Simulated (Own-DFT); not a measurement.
## Calculated data, SiC (4H silicon carbide, atoms displaced), SiC (3C silicon carbide, atoms displaced), GaAs (zincblende with one plane slipped along a stacking-fault path, atoms displaced)

All values are calculated (Own-DFT development build). A calculation, not a measurement: plane-wave PBE density functional theory by an unreviewed code, no spin, of a simulated periodic cell, stress positive in tension, free energy of the whole cell less one offset for each atom, forces on such cells passed a denser k mesh, this cell's mesh not checked; offsets are fitted by least squares, one for each functional and potential file, so energies compare only between cells with the same atoms and settings and are not formation energies; the far tail of each file's local potential was reset to the Coulomb form; each entry is a single point on an unrelaxed cell, so the pressure reflects the starting lattice, mostly measured values (interpolated for alloys), from which strain is counted, and rises with the displacements; printed positions are rounded, which can move forces by about a meV/angstrom; the program, named Own-DFT, is a retired in-house code; no spin-orbit coupling.

Common to all runs: functional PBE; potential files PseudoDojo norm-conserving, scalar-relativistic, standard set; wave cutoff 42 hartree; occupations Fermi-Dirac; smearing width 0.1 eV.

(1) SiC (4H silicon carbide, atoms displaced)

```
SiC
1.0
     12.3308     0.0000     0.0000
     -6.1654    10.6788     0.0000
      0.0000     0.0000    10.0681
Si C Si C Si C Si C Si C Si C Si C Si C Si C Si C Si C Si C Si C Si C Si C Si C Si C Si C Si C Si C Si C Si C Si C Si C Si C Si C Si C Si C Si C Si C Si C Si C
2 2 2 2 2 2 2 2 2 2 2 2 2 2 2 2 2 2 2 2 2 2 2 2 2 2 2 2 2 2 2 2 2 2 2 2 2 2 2 2 2 2 2 2 2 2 2 2 2 2 2 2 2 2 2 2 2 2 2 2 2 2 2 2
Direct
  0.99900 0.00055 0.40109
  0.08988 0.17224 0.16033
  0.00441 0.00428 0.09643
  0.08953 0.17341 0.34199
  0.99955 0.24777 0.40262
  0.08499 0.42118 0.15415
  0.00274 0.25336 0.09240
  0.09062 0.41867 0.34711
  0.99709 0.49399 0.40827
  0.08246 0.66539 0.15316
  0.00011 0.50278 0.09394
  0.08098 0.66554 0.34768
  0.00032 0.75148 0.40553
  0.08806 0.91880 0.15639
  0.00878 0.75229 0.09463
  0.08032 0.91283 0.33983
  0.24356 0.99500 0.40577
  0.33079 0.16290 0.15708
  0.24572 0.00143 0.09763
  0.33404 0.16739 0.34661
  0.25157 0.24795 0.40758
  0.33233 0.41771 0.15470
  0.25245 0.25257 0.09457
  0.32574 0.41913 0.34333
  0.25367 0.50313 0.40719
  0.33267 0.66640 0.16098
  0.24927 0.49696 0.09148
  0.33141 0.66416 0.34241
  0.25039 0.74971 0.40256
  0.33445 0.91244 0.15935
  0.25429 0.75053 0.09117
  0.33710 0.91588 0.34445
  0.49775 0.99779 0.40184
  0.58064 0.16365 0.15719
  0.50506 0.00534 0.08877
  0.58458 0.17008 0.34422
  0.50121 0.25124 0.40719
  0.58531 0.41970 0.15614
  0.49878 0.25126 0.09171
  0.57962 0.41930 0.34363
  0.49894 0.49761 0.41185
  0.58502 0.66588 0.15277
  0.49923 0.50096 0.09091
  0.58677 0.67047 0.34626
  0.49723 0.74994 0.40612
  0.57961 0.91884 0.15941
  0.49975 0.74765 0.08750
  0.58431 0.91478 0.34812
  0.74600 0.99736 0.40638
  0.82834 0.16174 0.15569
  0.75046 0.00037 0.09482
  0.83560 0.16787 0.34509
  0.74680 0.24630 0.40264
  0.83249 0.41981 0.15498
  0.74846 0.25088 0.09668
  0.83476 0.41281 0.34302
  0.74802 0.49636 0.40786
  0.83570 0.66724 0.15492
  0.75023 0.50005 0.09356
  0.83244 0.66704 0.34764
  0.75055 0.74860 0.40922
  0.83362 0.91701 0.15463
  0.75141 0.74683 0.09099
  0.82852 0.91045 0.34740
  0.00192 0.00051 0.90318
  0.91315 0.82933 0.65322
  0.99725 0.99525 0.59657
  0.91711 0.83058 0.84514
  0.99849 0.75324 0.90484
  0.91671 0.58463 0.65850
  0.99730 0.75125 0.59616
  0.91430 0.58723 0.84082
  0.99583 0.49582 0.90439
  0.91890 0.33477 0.65628
  0.99496 0.49741 0.59001
  0.91616 0.33509 0.84418
  0.99674 0.25084 0.90705
  0.91670 0.07808 0.65486
  0.99751 0.24842 0.59757
  0.92019 0.08319 0.84821
  0.75063 0.00237 0.91018
  0.66794 0.83396 0.65850
  0.74801 0.99918 0.59308
  0.66661 0.82869 0.84086
  0.75197 0.75023 0.90516
  0.66218 0.58117 0.66006
  0.75072 0.74752 0.59379
  0.66898 0.58567 0.84539
  0.74801 0.50271 0.90826
  0.66657 0.33522 0.65789
  0.74980 0.49791 0.58855
  0.66220 0.33079 0.84068
  0.75331 0.24719 0.90832
  0.66718 0.08437 0.65469
  0.75316 0.25332 0.59943
  0.67048 0.08700 0.84397
  0.49665 0.99695 0.90895
  0.41787 0.83418 0.66090
  0.49269 0.99585 0.59743
  0.42250 0.83283 0.84776
  0.49703 0.74906 0.90515
  0.41718 0.58714 0.65628
  0.49802 0.74472 0.59431
  0.41595 0.58358 0.83834
  0.50261 0.50140 0.91240
  0.42016 0.33647 0.65688
  0.49804 0.50129 0.59180
  0.41429 0.33405 0.84505
  0.49766 0.24757 0.91024
  0.42137 0.08757 0.65793
  0.49453 0.24620 0.59555
  0.42114 0.08709 0.84578
  0.25154 0.99993 0.90759
  0.17002 0.83800 0.65900
  0.25154 0.00284 0.59518
  0.16611 0.83452 0.84775
  0.24726 0.74659 0.90718
  0.17151 0.58570 0.65776
  0.25024 0.75189 0.58364
  0.16634 0.58483 0.84789
  0.24742 0.49815 0.90795
  0.16129 0.33146 0.65794
  0.24917 0.49786 0.59053
  0.16762 0.33832 0.84324
  0.25188 0.25003 0.90731
  0.16192 0.08325 0.65537
  0.25140 0.24645 0.58830
  0.16293 0.08113 0.84117
```

- hardware: one NVIDIA H200
- k mesh: 3 x 3 x 3 centred on Gamma
- free energy of cell above offsets: -18.373 eV
- pressure: 3.85 GPa
- stress xx: -2.8 GPa
- stress yy: -3.52 GPa
- stress zz: -5.23 GPa
- stress yz: -0.2 GPa
- stress xz: -0.16 GPa
- stress xy: 0.31 GPa
- wall time: 530.7 s

Force:
| element | x (eV/Å) | y (eV/Å) | z (eV/Å) |
| --- | --- | --- | --- |
| Si | -0.017 | -0.078 | 0.608 |
| Si | -0.947 | -0.423 | -1.522 |
| C | -0.201 | -0.558 | -0.344 |
| C | -0.448 | -1.8 | 0.942 |
| Si | 0.347 | 1.244 | 1.04 |
| Si | 0.1 | -0.964 | 0.857 |
| C | -0.654 | -0.526 | 0.673 |
| C | -1.758 | -0.451 | -0.764 |
| Si | 0.637 | 1.029 | -0.755 |
| Si | 0.828 | 0.518 | 1.251 |
| C | -0.094 | -0.648 | -0.636 |
| C | 0.468 | -0.155 | -0.983 |
| Si | -0.158 | -1.025 | 0.647 |
| Si | -1.758 | -0.777 | -0.226 |
| C | -1.982 | -0.015 | -0.675 |
| C | -0.008 | 0.899 | 0.85 |
| Si | 1.06 | 1.061 | 0.503 |
| Si | 0.096 | 1.594 | 0.387 |
| C | 2.579 | -0.382 | -0.961 |
| C | 0.323 | -0.873 | -0.682 |
| Si | -0.53 | 1.295 | -0.575 |
| Si | 0.348 | -0.084 | 0.656 |
| C | 0.342 | -0.388 | -0.161 |
| C | 3.15 | -0.889 | -0.048 |
| Si | -1.036 | -0.535 | 0.296 |
| Si | 0.871 | -0.551 | -1.855 |
| C | -0.428 | 1.184 | 0.399 |
| C | 0.136 | 1.06 | 0.52 |
| Si | -0.465 | -0.532 | -0.078 |
| Si | -0.764 | 1.164 | -0.965 |
| C | -0.686 | -0.407 | 0.861 |
| C | -1.424 | -0.187 | -0.519 |
| Si | 0.586 | 0.857 | 1.834 |
| Si | -0.214 | 1.847 | -0.448 |
| C | -0.978 | -1.483 | 1.752 |
| C | -0.312 | -1.43 | -0.104 |
| Si | -0.718 | -0.066 | 0.107 |
| Si | -0.696 | -0.69 | -0.012 |
| C | 0.324 | -0.389 | 1.329 |
| C | 1.354 | -0.856 | 0.085 |
| Si | -1.424 | 1.211 | -1.838 |
| Si | -0.343 | 0.514 | 0.97 |
| C | 0.341 | -0.145 | 1.401 |
| C | -0.688 | -1.039 | -0.499 |
| Si | 0.971 | -0.744 | 0.302 |
| Si | 1.593 | -1.086 | -0.872 |
| C | -0.341 | 0.669 | 1.83 |
| C | -1.501 | 0.43 | -0.953 |
| Si | 1.414 | 0.59 | 0.277 |
| Si | 0.96 | 1.916 | 0.306 |
| C | -0.629 | -0.796 | 0.268 |
| C | -0.621 | -1.241 | -0.402 |
| Si | 0.983 | 0.983 | 1.399 |
| Si | 0.926 | -0.893 | 0.521 |
| C | 0.328 | -0.262 | -0.433 |
| C | -1.265 | 0.291 | -0.188 |
| Si | 0.247 | 0.683 | -0.979 |
| Si | 0.438 | 0.355 | 0.812 |
| C | -0.274 | 0.46 | 0.095 |
| C | 0.554 | -0.647 | -0.883 |
| Si | -0.343 | -0.399 | -0.229 |
| Si | 0.599 | -0.366 | 0.507 |
| C | -0.272 | 0.85 | 0.154 |
| C | 0.197 | 1.587 | -0.837 |
| Si | -0.303 | -0.476 | 1.29 |
| Si | 0.283 | 0.304 | 1.039 |
| C | -0.042 | 0.411 | -1.449 |
| C | -1.038 | 1.186 | -0.58 |
| Si | 1.312 | -0.826 | 0.642 |
| Si | -0.24 | -0.29 | -1.289 |
| C | 1.377 | -0.049 | -0.573 |
| C | 0.73 | -0.834 | 1.298 |
| Si | -0.322 | 1.796 | 0.287 |
| Si | -0.558 | -0.234 | -0.014 |
| C | 1.093 | 0.806 | 1.639 |
| C | 0.306 | -0.586 | -0.082 |
| Si | 1.404 | 0.062 | -0.122 |
| Si | -1.108 | 0.897 | 0.762 |
| C | 0.291 | -0.608 | -1.056 |
| C | -1.166 | 0.01 | -0.803 |
| Si | 0.482 | -0.906 | -1.274 |
| Si | -0.071 | -0.634 | -0.929 |
| C | 0.276 | -0.102 | 0.112 |
| C | -0.584 | 1.201 | 1.342 |
| Si | -0.201 | 0.176 | 0.005 |
| Si | 1 | 0.176 | -1.089 |
| C | -0.999 | 0.01 | 0.483 |
| C | -0.727 | -0.602 | 0.125 |
| Si | 0.866 | -1.159 | -0.999 |
| Si | 0.104 | -0.576 | -0.535 |
| C | -0.752 | 0.429 | 1.716 |
| C | 0.71 | 0.739 | 1.666 |
| Si | -1.943 | 1.033 | -0.236 |
| Si | -0.349 | 0.042 | 0.426 |
| C | -0.676 | -0.874 | -1.522 |
| C | -0.396 | -1.437 | 0.19 |
| Si | 1.087 | 1.187 | -1.468 |
| Si | -0.205 | -0.868 | -0.981 |
| C | 1.57 | 1.178 | -1.014 |
| C | -2.519 | 0.311 | -0.609 |
| Si | 1.894 | -0.783 | -0.282 |
| Si | -0.157 | -1.879 | -0.199 |
| C | -0.308 | 2.149 | -0.356 |
| C | 0.062 | -0.232 | 1.732 |
| Si | -0.911 | -0.03 | -2.271 |
| Si | -1.124 | -0.841 | 0.088 |
| C | 0.395 | -0.245 | 1.282 |
| C | 1.039 | 0.145 | 0.081 |
| Si | 0.137 | 1.225 | -1.072 |
| Si | -1.164 | -1.274 | 0.086 |
| C | 1.308 | 1.755 | -0.64 |
| C | -0.659 | -1.418 | 0.162 |
| Si | -0.522 | 0.489 | -0.22 |
| Si | -0.41 | -0.71 | -0.73 |
| C | -0.238 | -0.305 | -0.129 |
| C | 0.794 | -0.211 | -0.4 |
| Si | 0.403 | 1.136 | -0.212 |
| Si | -1.126 | -0.364 | -0.979 |
| C | 0.372 | -0.102 | 2.774 |
| C | -0.129 | -0.753 | -0.777 |
| Si | 0.683 | 0.937 | -0.737 |
| Si | 1.525 | 0.275 | -0.748 |
| C | 0.006 | 0.586 | 1.03 |
| C | -0.006 | -1.565 | 0.367 |
| Si | -1.247 | -0.01 | -0.417 |
| Si | 1.401 | -0.064 | -0.192 |
| C | -1.065 | 0.907 | 1.748 |
| C | 1.232 | 0.783 | 0.595 |

(2) SiC (3C silicon carbide, atoms displaced)

```
SiC
1.0
      8.7192     0.0000     0.0000
      0.0000     8.7192     0.0000
      0.0000     0.0000     8.7192
Si C Si C Si C Si C Si C Si C Si C Si C
4 4 4 4 4 4 4 4 4 4 4 4 4 4 4 4
Direct
  0.99969 0.99960 0.00068
  0.99936 0.25598 0.25374
  0.24455 0.99990 0.24921
  0.25174 0.24677 0.99752
  0.12578 0.12161 0.13190
  0.12148 0.37529 0.37381
  0.37911 0.13162 0.36814
  0.37008 0.37969 0.11935
  0.00463 0.00275 0.49997
  0.99675 0.25275 0.74969
  0.24523 0.99947 0.75393
  0.24868 0.25620 0.49536
  0.12587 0.12355 0.62320
  0.12273 0.37040 0.87050
  0.37554 0.11627 0.87679
  0.37940 0.37353 0.62296
  0.00091 0.50214 0.99900
  0.00206 0.75608 0.24658
  0.25292 0.49900 0.25006
  0.24553 0.74596 0.99920
  0.12161 0.62200 0.12289
  0.12651 0.87388 0.38254
  0.37489 0.62692 0.36812
  0.38068 0.87428 0.12279
  0.00304 0.50077 0.49703
  0.00218 0.74752 0.74708
  0.24923 0.49905 0.75021
  0.25275 0.75304 0.49788
  0.12485 0.62531 0.62803
  0.12736 0.87500 0.87521
  0.37339 0.62603 0.87854
  0.37120 0.87557 0.62787
  0.50172 0.00181 0.00149
  0.50205 0.25171 0.24865
  0.75127 0.99383 0.24823
  0.75127 0.25062 0.00469
  0.62507 0.12937 0.13049
  0.61830 0.37013 0.37325
  0.87237 0.12454 0.38095
  0.87766 0.37261 0.12634
  0.50083 0.00202 0.50155
  0.49994 0.25023 0.75110
  0.74794 0.00026 0.75305
  0.74673 0.25167 0.49372
  0.62284 0.12763 0.62094
  0.62761 0.37456 0.87498
  0.87287 0.12494 0.87045
  0.87888 0.37640 0.62599
  0.50437 0.50050 0.00591
  0.50327 0.75167 0.25279
  0.75267 0.50674 0.25446
  0.75244 0.75132 0.99893
  0.61853 0.61737 0.12986
  0.62601 0.87325 0.37640
  0.87733 0.62394 0.37030
  0.87540 0.87528 0.12650
  0.50220 0.50598 0.49898
  0.49492 0.75664 0.75169
  0.75365 0.49892 0.75221
  0.75464 0.75242 0.50676
  0.62311 0.62269 0.62290
  0.62432 0.87375 0.87456
  0.87452 0.62162 0.87339
  0.86788 0.87684 0.62858
```

- hardware: one NVIDIA H100
- k mesh: 4 x 4 x 4 centred on Gamma
- free energy of cell above offsets: -9.470 eV
- pressure: 3.78 GPa
- stress xx: -3.83 GPa
- stress yy: -3.74 GPa
- stress zz: -3.75 GPa
- stress yz: -0.77 GPa
- stress xz: -1.31 GPa
- stress xy: -0.36 GPa
- wall time: 354 s

Force:
| element | x (eV/Å) | y (eV/Å) | z (eV/Å) |
| --- | --- | --- | --- |
| Si | 0.114 | 0.556 | -0.375 |
| Si | -0.392 | -1.778 | -0.447 |
| Si | 2.263 | -0.354 | 0.626 |
| Si | -0.537 | 0.071 | 0.376 |
| C | -1.028 | 1.075 | -1.376 |
| C | 1.097 | 0.783 | 0.133 |
| C | -1.324 | -1.254 | 1.052 |
| C | 0.87 | -1.187 | 0.625 |
| Si | -1.444 | -0.303 | 0.688 |
| Si | 0.445 | -1.052 | -0.614 |
| Si | 0.692 | 0.255 | -0.947 |
| Si | 0.875 | -1.275 | 0.656 |
| C | 0.151 | 0.882 | 0.508 |
| C | 0.484 | 0.578 | 0.963 |
| C | -0.017 | 1.557 | -0.404 |
| C | -0.983 | 0.904 | 0.193 |
| Si | -0.326 | -1.29 | -0.117 |
| Si | 0.161 | -1.385 | 0.895 |
| Si | -0.907 | 0.268 | -0.55 |
| Si | 1.251 | 0.637 | 0.463 |
| C | 0.519 | 0.845 | 0.692 |
| C | -0.464 | 0.36 | -1.634 |
| C | -0.092 | -0.02 | 1.36 |
| C | -1.329 | -0.149 | 0.618 |
| Si | -0.557 | 0.273 | 0.715 |
| Si | -0.827 | 0.816 | 0.629 |
| Si | 0.731 | -0.216 | 0.023 |
| Si | -0.022 | -1.057 | 0.816 |
| C | 0.562 | -0.099 | -1.283 |
| C | -1.241 | -0.431 | 0.317 |
| C | 0.41 | -0.416 | -0.557 |
| C | 0.369 | 0.577 | -0.664 |
| Si | 0.186 | -0.432 | 0.373 |
| Si | -1.105 | 0.302 | -0.619 |
| Si | -0.535 | 1.597 | 1.147 |
| Si | -0.024 | -0.161 | -0.676 |
| C | 0.589 | -1.147 | -1.102 |
| C | 1.476 | 2.071 | 0.256 |
| C | 0.73 | -0.182 | -1.443 |
| C | -0.298 | 1.138 | -0.044 |
| Si | -0.621 | 0.124 | -0.656 |
| Si | 0.064 | -0.324 | -0.207 |
| Si | -0.431 | 0.45 | -0.849 |
| Si | 0.232 | -0.028 | 1.433 |
| C | 0.481 | -0.274 | 1.104 |
| C | -0.274 | -0.003 | 0.587 |
| C | 0.316 | 0.048 | 1.337 |
| C | -0.937 | 0.157 | -1.054 |
| Si | -1.271 | -0.41 | -1.809 |
| Si | -0.549 | -0.049 | -0.795 |
| Si | -0.919 | -2.06 | -0.873 |
| Si | -0.855 | -1.005 | 0.18 |
| C | 2.125 | 2.044 | -0.014 |
| C | 0.269 | 0.09 | 0.305 |
| C | 0.476 | 1.377 | 1.33 |
| C | 0.021 | -0.052 | -0.821 |
| Si | -0.643 | -1.282 | -0.309 |
| Si | 0.456 | -1.655 | -0.088 |
| Si | -0.979 | -0.142 | -0.89 |
| Si | -1.01 | -0.89 | -1.241 |
| C | 0.716 | 1.042 | 1.048 |
| C | 0.26 | 0.478 | 0.577 |
| C | 0.445 | 0.988 | 0.496 |
| C | 2.11 | 0.018 | -0.064 |

(3) GaAs (zincblende with one plane slipped along a stacking-fault path, atoms displaced)

```
GaAs
1.0
      5.6533    -5.6533     0.0000
      0.0000     5.6533    -5.6533
     12.1546    12.1546     9.6106
Ga As Ga As Ga As Ga As Ga As Ga As Ga As Ga As Ga As Ga As Ga As Ga As Ga As Ga As Ga As Ga As Ga As Ga As Ga As Ga As Ga As Ga As Ga As Ga As
1 1 1 1 1 1 1 1 1 1 1 1 1 1 1 1 1 1 1 1 1 1 1 1 1 1 1 1 1 1 1 1 1 1 1 1 1 1 1 1 1 1 1 1 1 1 1 1
Direct
  0.00913 0.02161 0.00382
  0.97806 0.96582 0.12448
  0.12492 0.27837 0.16359
  0.13151 0.24063 0.28836
  0.26474 0.05343 0.33274
  0.25843 0.02880 0.45626
  0.07945 0.15280 0.49554
  0.06908 0.11864 0.62931
  0.20798 0.42749 0.67269
  0.19973 0.38603 0.79094
  0.35716 0.20408 0.83106
  0.34746 0.17990 0.95853
  0.00625 0.49626 0.00124
  0.97993 0.45910 0.13048
  0.13869 0.78389 0.17298
  0.12233 0.74416 0.28740
  0.28423 0.56187 0.33542
  0.26465 0.53353 0.45657
  0.06498 0.66181 0.49542
  0.05877 0.61067 0.62718
  0.21412 0.93815 0.67114
  0.20017 0.89721 0.78906
  0.35403 0.71246 0.83418
  0.33921 0.68312 0.95442
  0.49261 0.99919 0.00016
  0.48114 0.94828 0.12474
  0.62841 0.27516 0.16201
  0.61935 0.24750 0.29105
  0.78112 0.07628 0.33446
  0.74965 0.02716 0.45357
  0.59425 0.16555 0.50595
  0.55356 0.12325 0.61890
  0.71186 0.42743 0.66928
  0.70684 0.40494 0.78930
  0.85938 0.21563 0.83288
  0.82458 0.18130 0.95577
  0.51027 0.49333 0.99749
  0.47137 0.46992 0.12437
  0.64420 0.78388 0.16431
  0.61713 0.75004 0.29574
  0.78090 0.56725 0.33172
  0.76998 0.54439 0.45432
  0.57790 0.65451 0.50134
  0.56072 0.61914 0.62770
  0.72159 0.92885 0.66937
  0.69538 0.89105 0.79059
  0.84741 0.72074 0.83117
  0.85493 0.68155 0.95362
```

* k mesh: 4 x 4 x 2 centred on Gamma
* free energy of cell above offsets: -16.622 eV
* pressure: 4.35 GPa
* stress xx: -4.7 GPa
* stress yy: -5.14 GPa
* stress zz: -3.22 GPa
* stress yz: -0.21 GPa
* stress xz: -1.18 GPa
* stress xy: -0.95 GPa

Force:
| element | x (eV/Å) | y (eV/Å) | z (eV/Å) |
| --- | --- | --- | --- |
| Ga | -1.27 | -0.929 | -0.096 |
| As | 0.426 | -0.455 | 0.665 |
| Ga | 1.182 | -0.263 | 0.249 |
| As | -0.689 | 1.206 | -0.341 |
| Ga | 0.901 | -0.605 | -0.202 |
| As | 0.832 | -1.513 | 0.933 |
| Ga | 0.077 | 2.108 | -0.662 |
| As | -1.48 | -0.117 | -0.447 |
| Ga | -0.155 | -0.757 | -1.192 |
| As | 0.772 | 1.049 | 0.393 |
| Ga | 0.827 | 0.283 | -0.48 |
| As | -0.991 | 0.276 | -0.177 |
| Ga | -0.035 | 0.34 | -0.014 |
| As | -1.213 | 0.484 | -1.089 |
| Ga | -1.195 | -1.435 | -1.366 |
| As | 1.144 | 1.034 | 1.662 |
| Ga | -0.742 | -0.329 | -0.167 |
| As | -0.411 | 0.161 | 1.415 |
| Ga | 2.645 | 0.081 | -0.477 |
| As | -0.502 | 0.242 | -0.558 |
| Ga | -0.498 | -1.514 | -0.316 |
| As | 0.188 | 0.38 | 1.258 |
| Ga | -0.516 | -0.517 | -0.25 |
| As | 0.904 | -0.13 | 0.903 |
| Ga | 0.171 | -0.337 | 0.613 |
| As | -0.666 | 0.9 | -0.534 |
| Ga | 0.367 | 0.431 | 0.028 |
| As | -0.707 | 0.003 | 0.01 |
| Ga | -0.259 | -0.996 | -0.705 |
| As | 1.087 | -0.458 | 1.523 |
| Ga | -1.82 | -0.291 | -2.338 |
| As | 1.792 | 1.16 | 2.367 |
| Ga | -0.173 | -0.51 | -0.934 |
| As | -0.005 | 0.332 | 1.048 |
| Ga | -0.224 | -0.158 | -0.215 |
| As | 0.975 | -0.387 | 0.339 |
| Ga | 0.313 | 0.679 | -0.919 |
| As | -0.258 | -0.985 | 0.468 |
| Ga | 0.764 | 0.544 | 0.811 |
| As | -0.163 | -0.964 | -0.73 |
| Ga | -0.345 | -0.125 | -0.401 |
| As | -1.58 | -0.36 | 1.751 |
| Ga | 0.385 | 1.053 | -0.907 |
| As | -0.634 | -0.221 | 0.5 |
| Ga | -0.365 | 0.081 | -1.304 |
| As | -0.234 | 1.174 | -0.338 |
| Ga | 0.869 | -0.831 | 0.201 |
| As | 0.508 | 1.182 | 0.018 |
